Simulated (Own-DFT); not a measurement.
# Shaking the atoms of 4H SiC, 72 atoms (C36Si36)

Calculated results; nothing here was measured. The program, named Own-DFT, is a retired in-house plane-wave density functional code that no person has reviewed. Each row is one single-point run on a periodic cell that was not relaxed, without spin or spin-orbit coupling.

Settings of every run: PBE; PseudoDojo norm-conserving scalar-relativistic files; cutoff 42 hartree; 4 x 4 x 3 k mesh centred on Gamma; Fermi-Dirac smearing of 0.1 eV.

Known limits, some of them of some rows only: some atoms lie very close together; forces on such cells passed a denser k mesh, each cell not checked; stress not checked against mesh or cutoff.

Cell vectors in Å: (9.248, 0.000, 0.000); (-4.624, 8.009, 0.000); (0.000, 0.000, 10.068). In each run every atom was moved at random and independently from its ideal site; u is the rms move along one axis. E is the free energy for each atom above the fitted value at u = 0, and F the rms of the force components.

| run | u (Å) | E (meV/atom) | F (eV/Å) | largest force (eV/Å) | P (GPa) |
|---|---|---|---|---|---|
| 1 | 0.0299 | 33.8 | 0.947 | 3.16 | 3.85 |
| 2 | 0.0315 | 34.9 | 0.952 | 3.85 | 3.97 |
| 3 | 0.0318 | 35.9 | 0.961 | 3.35 | 3.91 |
| 4 | 0.0611 | 131.9 | 1.807 | 6.62 | 6.07 |
| 5 | 0.0615 | 121.2 | 1.690 | 5.97 | 5.80 |
| 6 | 0.0616 | ? | ? | ? | ? |
| 7 | 0.0964 | 334.8 | 2.736 | 10.44 | 11.26 |
| 8 | 0.1055 | 424.1 | 3.397 | 15.31 | 13.26 |
| 9 | 0.1163 | 499.3 | 3.812 | 17.17 | 14.16 |

## Worked fit

For small independent moves the energy grows as E = (3/2) K u², with K the mean stiffness felt by one atom. The runs with u up to 0.11 Å give K = 23.8 ± 0.8 eV/Å², with residuals divided by u² + 0.0006 Å², since the noise grows with the moves. The scatter is 5.7 meV/atom at u = 0.05 Å. The forces follow F = G u with G = 30.0 eV/Å²; no force at u = 0 is resolved. G exceeds K because the moves of its neighbours add to the force on an atom, and stiffness differs between atoms. The pressure follows P = 2.86 + 912 u² GPa: at fixed volume, shortened bonds push harder than stretched ones pull.

## Withheld run

Question: what energy and rms force should run 6 give?

The fit gives 135 ± 9 meV/atom and about 1.85 eV/Å. The calculation gave 134.8 meV/atom and 1.785 eV/Å.
